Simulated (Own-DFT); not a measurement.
# Response to strain: wurtzite GaN, 96 atoms (Ga48N48)

Calculated results; nothing here was measured. The program, named Own-DFT, is a retired in-house plane-wave density functional code that no person has reviewed. Each row is one single-point run on a periodic cell that was not relaxed, without spin or spin-orbit coupling.

Settings of every run: PBE; PseudoDojo norm-conserving scalar-relativistic files (stringent for Ga); cutoff 96 hartree; 3 x 4 x 3 k mesh centred on Gamma; Gaussian smearing of 0.01 eV.

Known limits: forces on such cells passed a denser k mesh, each cell not checked; stress not checked against mesh or cutoff.

Unstrained cell vectors in Å: (12.756, 0.000, 0.000); (-4.783, 8.285, 0.000); (0.000, 0.000, 10.370). The unstrained cell has measured lattice constants (interpolated for alloys), not those of this functional. That, the random moves and any unrelaxed bonds set the pressure at no strain. Each run strains this cell uniformly, with the atoms carried along. Every atom was also moved at random, by a Gaussian of width 0.05 Å on each axis. Strain is the symmetric tensor, in per cent. Stress is positive in tension, and the pressure is minus a third of its trace.

```
run,e_xx (%),e_yy (%),e_zz (%),e_yz (%),e_xz (%),e_xy (%),s_xx (GPa),s_yy (GPa),s_zz (GPa),s_yz (GPa),s_xz (GPa),s_xy (GPa),P (GPa),E (meV/atom)
1,-1.83,0.22,1.60,0.45,-0.72,1.78,-11.80,-7.29,-3.22,0.72,-1.32,5.50,7.44,30.3
2,-1.71,0.58,1.33,-0.70,-1.82,1.82,-14.23,-6.30,-2.49,-1.11,-3.76,7.07,7.67,33.7
3,1.65,-1.42,0.64,-1.35,0.96,-0.98,-1.69,-9.82,-5.56,-2.96,1.89,-3.54,5.69,17.2
4,-1.74,-0.14,-0.84,1.44,1.76,0.88,-14.98,-10.58,-13.48,3.45,5.32,1.74,13.01,33.9
5,0.48,-0.85,1.62,-0.98,1.62,-0.82,-5.26,-9.13,-1.12,-2.66,2.68,-3.00,5.17,24.1
6,0.74,-1.96,0.54,-1.04,-1.71,0.79,-6.50,-13.82,-6.36,-2.70,-4.61,1.80,8.89,26.3
7,0.56,0.37,-1.22,0.00,0.34,0.00,-4.40,-7.01,-11.52,0.31,1.20,-0.01,7.64,11.4
8,-1.68,0.69,-0.46,-1.20,1.52,0.27,-14.75,-5.82,-11.31,-2.31,4.31,0.43,10.63,32.7
9,1.47,-1.63,0.86,-1.76,0.42,-0.52,-2.89,-12.01,-3.41,-3.94,0.76,-0.39,6.10,20.4
10,1.24,0.80,0.84,1.00,1.09,0.51,-0.26,-2.18,-3.04,2.58,1.45,1.40,1.83,3.0
11,-1.20,-0.11,-0.80,1.69,0.71,1.06,-13.13,-10.21,-11.52,3.56,1.42,4.10,11.62,30.5
12,-0.17,-0.39,-1.37,0.68,1.83,1.17,-8.59,-10.70,-14.48,1.65,3.86,3.27,11.26,33.3
13,1.62,-0.88,1.92,-1.73,0.76,1.01,-0.15,-7.48,1.00,-3.43,1.35,3.58,2.21,5.7
14,0.81,1.73,1.42,-1.77,-1.33,-1.39,0.31,0.98,-0.81,-3.59,-2.61,-2.81,-0.16,0.0
15,-0.88,0.56,-1.54,1.54,-0.54,-0.92,-12.29,-7.73,-14.00,3.92,-2.74,-1.75,11.34,30.9
16,-1.63,-1.55,0.33,1.27,-1.59,-1.27,-15.17,-16.57,-8.07,2.22,-3.82,-5.18,13.27,33.1
17,1.77,0.08,-1.77,0.77,1.73,-1.61,?,?,?,?,?,?,?,?
```

E is the free energy for each atom above the lowest run shown.

## Worked fit

Each stress component was fitted by least squares to a constant and the strains of the runs shown, as fractions, with shears doubled. Shear strains stay in the fit of a normal stress only where such slopes are resolved. The slopes, in GPa:

```
stress  at no strain  per e_xx  per e_yy  per e_zz  scatter
  s_xx          -7.2  424 ± 19  132 ± 23   75 ± 21     0.91
  s_yy          -7.6  118 ± 13  402 ± 17   83 ± 15     0.64
  s_zz          -7.8   77 ± 14   52 ± 17  410 ± 16     0.68
```

Each shear stress against twice its own strain: yz 106 ± 4, xz 119 ± 8, xy 161 ± 11 GPa. These are stiffnesses along x, y and z of the frame in which the cell vectors are given, which need not be the crystal's axes. The atoms are held to the strained lattice; where symmetry lets them move under strain, relaxing them would lower some slopes. The table should be nearly symmetric about its diagonal, and what it lacks of that shows the noise. A ninth of its sum, 197 ± 3 GPa, estimates the bulk modulus near the mean pressure of these runs, 7.7 GPa, so it lies above the value at zero pressure.

## Withheld run

Question: what normal stresses and pressure should run 17 give?

The fit gives s_xx = -0.9, s_yy = -6.6, s_zz = -13.7 and P = 7.1 GPa. The calculation gave -1.13, -7.14, -12.48 and P = 6.92 GPa.
